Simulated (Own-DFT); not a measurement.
## Calculated data, GaN (wurtzite, strained, atoms displaced)

A calculation, not a measurement: plane-wave PBE density functional theory by an unreviewed code, no spin, of a simulated periodic cell, stress positive in tension, free energy of the whole cell less one offset for each atom, forces on such cells passed a denser k mesh, this cell's mesh not checked; offsets are fitted by least squares, one for each functional and potential file, so energies compare only between cells with the same atoms and settings and are not formation energies; the far tail of each file's local potential was reset to the Coulomb form; each entry is a single point on an unrelaxed cell, so the pressure reflects the starting lattice, mostly measured values (interpolated for alloys), from which strain is counted, and rises with the displacements; printed positions are rounded, which can move forces by about a meV/angstrom; the program, named Own-DFT, is a retired in-house code; no spin-orbit coupling. Program: Own-DFT development build.

Settings shared by all entries: functional PBE; potential files PseudoDojo norm-conserving, scalar-relativistic, standard set with the stringent files for Ga; wave cutoff 96 hartree; occupations Gaussian; smearing width 0.01 eV; k mesh 3 x 4 x 3 centred on Gamma.

(1) GaN (wurtzite, strained, atoms displaced)

```
GaN
1.0
     12.7560     0.0000     0.0000
     -4.7835     8.2853     0.0000
      0.0000     0.0000    10.6033
Ga N Ga N Ga N Ga N Ga N Ga N Ga N Ga N Ga N Ga N Ga N Ga N Ga N Ga N Ga N Ga N Ga N Ga N Ga N Ga N Ga N Ga N Ga N Ga N
2 2 2 2 2 2 2 2 2 2 2 2 2 2 2 2 2 2 2 2 2 2 2 2 2 2 2 2 2 2 2 2 2 2 2 2 2 2 2 2 2 2 2 2 2 2 2 2
Direct
  0.08631 0.22885 0.00514
  0.16431 0.10952 0.25251
  0.08333 0.22763 0.18785
  0.17124 0.12362 0.43452
  0.08352 0.21277 0.49820
  0.16542 0.10782 0.74370
  0.08330 0.21637 0.68877
  0.16639 0.11584 0.93525
  0.08409 0.55940 0.99026
  0.17301 0.44634 0.24898
  0.08128 0.55653 0.19074
  0.16124 0.44055 0.44917
  0.08151 0.54961 0.49424
  0.16057 0.43461 0.74597
  0.08623 0.56659 0.69029
  0.17060 0.44752 0.93769
  0.08435 0.88423 0.99842
  0.16229 0.77245 0.25292
  0.08303 0.89769 0.18701
  0.16015 0.76770 0.43925
  0.07879 0.87950 0.48770
  0.17294 0.77940 0.74333
  0.08418 0.88615 0.68812
  0.17047 0.77405 0.93511
  0.32902 0.21516 0.00124
  0.41643 0.10591 0.25631
  0.33752 0.23050 0.18598
  0.41840 0.10568 0.43979
  0.33415 0.21975 0.50396
  0.41915 0.11139 0.74352
  0.33049 0.22638 0.68545
  0.41860 0.11420 0.93394
  0.33398 0.54672 0.00670
  0.40974 0.43706 0.24905
  0.33403 0.55393 0.18928
  0.42345 0.44543 0.43304
  0.34089 0.56740 0.50542
  0.41482 0.43396 0.75222
  0.33373 0.55315 0.67900
  0.41630 0.44292 0.94131
  0.32094 0.88015 0.99096
  0.41730 0.77627 0.24919
  0.33069 0.89079 0.18715
  0.42125 0.77831 0.43503
  0.33817 0.89655 0.50275
  0.41665 0.77202 0.75006
  0.33746 0.88128 0.68854
  0.41570 0.78790 0.94377
  0.58091 0.22382 0.00152
  0.66544 0.10952 0.24718
  0.58187 0.21882 0.18981
  0.66549 0.10911 0.44065
  0.58380 0.22958 0.50181
  0.66455 0.11331 0.74639
  0.58495 0.22366 0.68695
  0.67678 0.10738 0.93616
  0.58777 0.56439 0.99994
  0.66504 0.44035 0.24988
  0.58167 0.56193 0.18523
  0.67605 0.44924 0.44217
  0.58291 0.55766 0.50499
  0.67362 0.44563 0.74800
  0.57220 0.55163 0.70070
  0.66713 0.45022 0.93526
  0.58446 0.88719 0.00331
  0.66372 0.77693 0.24448
  0.58318 0.89789 0.19496
  0.67172 0.77778 0.44059
  0.57430 0.87749 0.50493
  0.66528 0.77572 0.74759
  0.58212 0.88756 0.69262
  0.66516 0.77175 0.93736
  0.83323 0.21538 0.99785
  0.92086 0.11593 0.25068
  0.83322 0.22529 0.18246
  0.92076 0.10613 0.43033
  0.82826 0.21450 0.49482
  0.91688 0.10496 0.74412
  0.83166 0.22132 0.67706
  0.91736 0.11680 0.94219
  0.82788 0.53967 0.01151
  0.92157 0.44266 0.24925
  0.83473 0.55678 0.18522
  0.91317 0.44544 0.43626
  0.82643 0.55210 0.49909
  0.92503 0.45284 0.74507
  0.82813 0.55390 0.67855
  0.90937 0.44032 0.93106
  0.83562 0.89340 0.00332
  0.90915 0.77758 0.24565
  0.83430 0.88349 0.19137
  0.92179 0.77500 0.44159
  0.83513 0.88598 0.49704
  0.92574 0.78006 0.75340
  0.82980 0.89532 0.69070
  0.91715 0.77016 0.93422
```

* free energy of cell above offsets: -5.402 eV
* pressure: 2.95 GPa
* stress xx: -5.33 GPa
* stress yy: -5.66 GPa
* stress zz: 2.12 GPa
* stress yz: -0.8 GPa
* stress xz: -0.14 GPa
* stress xy: -1.61 GPa

Force:
| element | x (eV/Å) | y (eV/Å) | z (eV/Å) |
| --- | --- | --- | --- |
| Ga | -0.218 | -0.568 | -0.84 |
| Ga | 0.439 | 1.033 | -0.705 |
| N | 0.735 | -0.165 | 0.16 |
| N | 1.365 | -1.997 | 0.121 |
| Ga | -1.292 | 1.353 | 0.663 |
| Ga | 0.134 | -0.165 | 1.228 |
| N | -0.534 | 0.029 | -0.787 |
| N | 0.187 | -0.896 | -0.028 |
| Ga | -0.351 | -1.562 | 1.022 |
| Ga | -1.569 | 0.023 | 1.136 |
| N | 1.263 | -0.03 | -1.213 |
| N | 1.903 | 0.018 | -1.544 |
| Ga | -1.14 | -0.084 | 1.038 |
| Ga | 0.601 | 1.299 | 0.229 |
| N | 0.954 | -1.632 | -0.95 |
| N | -0.437 | -0.128 | -0.363 |
| Ga | -0.758 | 0.638 | -0.048 |
| Ga | 0.063 | 0.942 | -0.378 |
| N | 0.301 | -1.432 | -0.019 |
| N | 1.303 | 1.459 | -0.269 |
| Ga | 1.184 | 1.601 | 1.637 |
| Ga | -0.641 | 0.588 | 0.639 |
| N | 0.704 | 0.478 | -1.031 |
| N | -2.779 | -0.184 | -1.276 |
| Ga | 0.435 | 0.708 | -0.228 |
| Ga | -0.614 | 0.386 | -1.114 |
| N | -0.1 | -2.271 | 0.257 |
| N | -0.666 | 1.281 | 0.09 |
| Ga | -0.2 | 0.893 | -0.967 |
| Ga | -0.411 | -0.041 | 1.052 |
| N | 1.064 | -1.648 | -0.179 |
| N | -0.483 | -0.711 | -0.229 |
| Ga | -0.503 | 1.393 | -1.105 |
| Ga | 1.324 | 1.403 | 0.56 |
| N | -0.059 | 0.527 | 0.082 |
| N | -0.907 | -0.361 | 0.722 |
| Ga | -0.413 | -1.954 | -1.558 |
| Ga | -1.645 | 1.04 | 1.122 |
| N | -0.233 | -0.333 | 2.334 |
| N | 0.252 | -0.244 | -0.382 |
| Ga | 2.926 | 2.513 | 1.999 |
| Ga | -0.782 | 0.455 | -0.188 |
| N | 0.103 | -0.699 | 0.063 |
| N | -1.659 | -0.08 | -0.237 |
| Ga | -0.191 | -2.187 | -0.177 |
| Ga | 0.466 | -0.434 | 1.26 |
| N | -0.803 | 1.388 | -0.67 |
| N | 1.294 | -1.627 | -0.63 |
| Ga | 0.794 | -0.191 | -0.51 |
| Ga | 0.485 | 1.339 | 1.253 |
| N | -0.348 | 0.438 | -0.228 |
| N | -0.865 | -0.574 | -0.622 |
| Ga | 1.286 | -0.613 | -0.237 |
| Ga | 1.445 | -0.314 | 0.621 |
| N | -0.66 | 0.187 | -0.251 |
| N | -2.648 | -0.143 | -0.329 |
| Ga | -0.252 | -1.771 | 0.107 |
| Ga | -0.292 | 0.765 | 0.167 |
| N | 0.495 | -1.143 | 0.296 |
| N | -3.565 | -1.365 | -1.58 |
| Ga | 0.5 | -0.072 | 0.06 |
| Ga | -1.531 | 0.147 | 0.93 |
| N | 2.604 | 0.459 | -1.949 |
| N | 0.407 | -0.958 | 0.425 |
| Ga | -0.513 | 0.289 | -0.448 |
| Ga | 0.18 | 0.46 | 1.276 |
| N | 0.709 | -1.787 | -1.306 |
| N | -1.045 | -0.234 | -0.418 |
| Ga | 2.095 | 1.801 | 0 |
| Ga | -0.059 | 0.142 | 0.834 |
| N | -0.207 | -0.006 | -0.687 |
| N | 0.042 | 1.903 | -0.016 |
| Ga | -0.239 | 1.548 | 0.292 |
| Ga | -0.768 | -0.451 | -0.601 |
| N | 0.327 | -0.61 | 0.697 |
| N | -0.703 | 0.181 | 0.903 |
| Ga | 0.741 | 0.732 | 0.015 |
| Ga | -1.126 | 1.567 | 1.133 |
| N | 0.596 | 0.404 | 1.196 |
| N | 1.673 | -0.911 | -0.95 |
| Ga | -0.263 | 1.174 | -2.401 |
| Ga | -1.296 | -0.091 | 0.561 |
| N | -0.132 | -0.511 | 1.578 |
| N | 0.578 | -0.601 | -0.186 |
| Ga | 3.002 | 1.236 | 0.418 |
| Ga | -1.735 | -1.311 | -0.041 |
| N | 1.38 | 0.989 | 1.107 |
| N | 1.324 | 0.227 | 0.383 |
| Ga | 0.437 | -0.654 | -0.779 |
| Ga | 2.498 | -0.768 | 1.083 |
| N | -2.108 | 1.662 | -1.001 |
| N | -2.272 | -0.474 | -1.454 |
| Ga | 0.069 | 0.289 | 0.669 |
| Ga | -1.816 | -0.798 | -0.464 |
| N | 1.444 | -1.938 | -0.992 |
| N | -0.282 | 0.335 | 1.15 |

(2) GaN (wurtzite, strained, atoms displaced)

```
GaN
1.0
     12.7560     0.0000     0.0000
     -4.7835     8.2853     0.0000
      0.0000     0.0000    10.6033
Ga N Ga N Ga N Ga N Ga N Ga N Ga N Ga N Ga N Ga N Ga N Ga N Ga N Ga N Ga N Ga N Ga N Ga N Ga N Ga N Ga N Ga N Ga N Ga N
2 2 2 2 2 2 2 2 2 2 2 2 2 2 2 2 2 2 2 2 2 2 2 2 2 2 2 2 2 2 2 2 2 2 2 2 2 2 2 2 2 2 2 2 2 2 2 2
Direct
  0.08790 0.22402 0.99937
  0.16643 0.10319 0.24684
  0.08641 0.21743 0.18421
  0.17068 0.11790 0.43609
  0.07604 0.21798 0.49642
  0.16103 0.11225 0.74942
  0.08136 0.21755 0.69507
  0.16513 0.11559 0.94538
  0.08212 0.55199 0.99912
  0.16616 0.44452 0.24575
  0.08183 0.55512 0.18614
  0.16341 0.43718 0.43383
  0.08502 0.55895 0.49474
  0.17893 0.45128 0.74661
  0.08062 0.54834 0.68565
  0.16124 0.44556 0.94132
  0.08024 0.88015 0.00707
  0.16616 0.77934 0.24480
  0.08261 0.89236 0.19230
  0.16293 0.76937 0.44464
  0.08287 0.89162 0.50307
  0.16935 0.78449 0.74828
  0.07949 0.89189 0.69089
  0.16357 0.78564 0.93699
  0.33006 0.22056 0.99285
  0.41771 0.10822 0.24681
  0.33791 0.23413 0.18601
  0.41797 0.10332 0.44232
  0.33432 0.22080 0.49565
  0.41411 0.10324 0.75288
  0.33187 0.21810 0.68855
  0.41777 0.10785 0.93135
  0.32821 0.55101 0.00648
  0.41729 0.44481 0.25248
  0.32821 0.54633 0.18353
  0.42348 0.45275 0.43379
  0.32874 0.54319 0.50480
  0.41020 0.43563 0.75145
  0.33268 0.55172 0.68511
  0.41518 0.44725 0.94129
  0.33103 0.89008 0.00320
  0.41778 0.78000 0.25324
  0.32626 0.87630 0.19317
  0.41350 0.77207 0.43736
  0.33351 0.89366 0.49712
  0.41736 0.77603 0.75355
  0.33626 0.89049 0.69223
  0.42216 0.78727 0.93776
  0.58706 0.22154 0.00052
  0.66198 0.11448 0.25152
  0.57693 0.21223 0.19517
  0.66457 0.11081 0.43569
  0.58193 0.22504 0.48859
  0.66910 0.10458 0.74847
  0.58292 0.21707 0.68450
  0.67003 0.12013 0.93753
  0.58294 0.55516 0.99898
  0.67071 0.45483 0.25379
  0.58284 0.55532 0.18248
  0.67029 0.45687 0.43745
  0.57829 0.54896 0.50214
  0.66488 0.44097 0.75224
  0.58307 0.55862 0.68561
  0.67916 0.44122 0.93013
  0.59141 0.89478 0.99181
  0.66999 0.77860 0.24714
  0.59328 0.89493 0.19314
  0.65891 0.76421 0.43570
  0.58195 0.88989 0.49607
  0.66581 0.77065 0.75062
  0.58097 0.88570 0.68925
  0.66188 0.77951 0.93834
  0.82989 0.21788 0.99448
  0.91447 0.11732 0.25291
  0.83134 0.22708 0.19738
  0.91890 0.10708 0.44647
  0.83295 0.22569 0.49525
  0.92423 0.09966 0.75321
  0.83786 0.22272 0.68084
  0.91908 0.09734 0.94176
  0.83302 0.56307 0.00045
  0.91071 0.43716 0.24842
  0.83030 0.55638 0.18547
  0.92245 0.44620 0.43869
  0.83186 0.55576 0.49978
  0.92274 0.43990 0.75567
  0.82772 0.54778 0.67519
  0.91987 0.45273 0.94614
  0.83626 0.89020 0.00098
  0.91723 0.78323 0.25013
  0.83967 0.90256 0.18990
  0.91828 0.78198 0.44284
  0.83087 0.89011 0.49926
  0.92179 0.77318 0.75168
  0.83650 0.88990 0.69474
  0.91352 0.78188 0.94507
```

- free energy of cell above offsets: -5.677 eV
- pressure: 2.83 GPa
- stress xx: -5.62 GPa
- stress yy: -5.36 GPa
- stress zz: 2.49 GPa
- stress yz: -0.25 GPa
- stress xz: 0.12 GPa
- stress xy: -0.77 GPa

Force:
| element | x (eV/Å) | y (eV/Å) | z (eV/Å) |
| --- | --- | --- | --- |
| Ga | -1.345 | 0.066 | 0.809 |
| Ga | -0.057 | 2.365 | 0.621 |
| N | -1.138 | 0.465 | 0.726 |
| N | -0.196 | -0.912 | 0.06 |
| Ga | 1.847 | 0.858 | 1.022 |
| Ga | 1.64 | -0.276 | 0.895 |
| N | 0.415 | 1.791 | -1.498 |
| N | 1.02 | -1.512 | -1.403 |
| Ga | -0.382 | 1.21 | 0.598 |
| Ga | -0.13 | -0.742 | 0.386 |
| N | -0.281 | 0.023 | 0.101 |
| N | 0.156 | 0.506 | 0.334 |
| Ga | 0.466 | -1.574 | 1.172 |
| Ga | -3.01 | -1.362 | 1.019 |
| N | 1.059 | 1.314 | 0.235 |
| N | 1.573 | -0.082 | -1.201 |
| Ga | -0.984 | 1.498 | -0.372 |
| Ga | -0.773 | -1.292 | 1.508 |
| N | 0.563 | -1.454 | -0.693 |
| N | -0.129 | 2.531 | -1.273 |
| Ga | 0.287 | 0 | -0.243 |
| Ga | -0.129 | -0.912 | -0.03 |
| N | 1.411 | 0.038 | -0.441 |
| N | 1.289 | -1.022 | -0.021 |
| Ga | 0.88 | 0.306 | 0.944 |
| Ga | -1.794 | -0.253 | 0.558 |
| N | 0.504 | -2.273 | -0.173 |
| N | -1.216 | 1.523 | -1.633 |
| Ga | 0.084 | 0.346 | 0.541 |
| Ga | 0.622 | 1.274 | -1.044 |
| N | -0.272 | -0.198 | -0.332 |
| N | -0.259 | 0.697 | 1.822 |
| Ga | 0.214 | 0.995 | -1.026 |
| Ga | -0.133 | 0.657 | -0.639 |
| N | 0.54 | 1.398 | 1.261 |
| N | -1.045 | -1.715 | 0.484 |
| Ga | -0.273 | 0.95 | -1.446 |
| Ga | 1.031 | 0.713 | 0.217 |
| N | 1.145 | 0.809 | 0.241 |
| N | 0.249 | -0.372 | -0.962 |
| Ga | 0.454 | -0.296 | -0.414 |
| Ga | 0.972 | -0.911 | -0.387 |
| N | 0.687 | 1.739 | -1.043 |
| N | -0.23 | 0.02 | 0.398 |
| Ga | 0.374 | -2.146 | 1.104 |
| Ga | -0.1 | 0.265 | -0.208 |
| N | -0.372 | -1.084 | -1.019 |
| N | -0.567 | -1.042 | 0.533 |
| Ga | -1.174 | 0.336 | 0.231 |
| Ga | 1.554 | -0.837 | 0.29 |
| N | 0.262 | 2.1 | -1.57 |
| N | 0.298 | 0.268 | 0.118 |
| Ga | 0.931 | 0.423 | 1.914 |
| Ga | -0.302 | 1.215 | -0.76 |
| N | -0.299 | 0.217 | -0.034 |
| N | 0.402 | -1.231 | -0.516 |
| Ga | 0.3 | -0.166 | -0.235 |
| Ga | -0.629 | -0.803 | -0.427 |
| N | 0.28 | 0.131 | 0.357 |
| N | -0.018 | -1.582 | -0.56 |
| Ga | 0.66 | 1.062 | 0.486 |
| Ga | 0.352 | -0.379 | -1.615 |
| N | -0.193 | -1.414 | 0.633 |
| N | -2.548 | -0.027 | 1.191 |
| Ga | -1.687 | 0.211 | 1.722 |
| Ga | 0.027 | -0.084 | 0.508 |
| N | -1.558 | -0.422 | -1.141 |
| N | 0.429 | 1.772 | 0.106 |
| Ga | 0.207 | -0.712 | 0.477 |
| Ga | -0.086 | 1.111 | -0.082 |
| N | 0.584 | -0.293 | -0.474 |
| N | 2.177 | -0.845 | -0.44 |
| Ga | 1.581 | 0.86 | 0.979 |
| Ga | 1.169 | 0.228 | 0.079 |
| N | -0.033 | -1.47 | -1.673 |
| N | -2.029 | 0.05 | -1.694 |
| Ga | 0.281 | -0.232 | 0.811 |
| Ga | -2.338 | 1.104 | 0.39 |
| N | 0.086 | -0.728 | 1.348 |
| N | -1.268 | 2.612 | -0.713 |
| Ga | 0.95 | -0.397 | 0.411 |
| Ga | 0.426 | 2.273 | 0.652 |
| N | 0.48 | 0.465 | 0.403 |
| N | -1.426 | -0.163 | -0.98 |
| Ga | 0.989 | 0.352 | -0.559 |
| Ga | -1.337 | -0.182 | -0.724 |
| N | 0.83 | 0.631 | 2.799 |
| N | -0.374 | -1.165 | -1.06 |
| Ga | -1.414 | -0.681 | 0.945 |
| Ga | -0.286 | -0.372 | 0.821 |
| N | -0.18 | -1.389 | -0.233 |
| N | -0.165 | -0.244 | -0.956 |
| Ga | -0.162 | -1.233 | 0.81 |
| Ga | -1.8 | -0.972 | -0.053 |
| N | -0.156 | -1.622 | -0.963 |
| N | 1.54 | -0.699 | -1.105 |
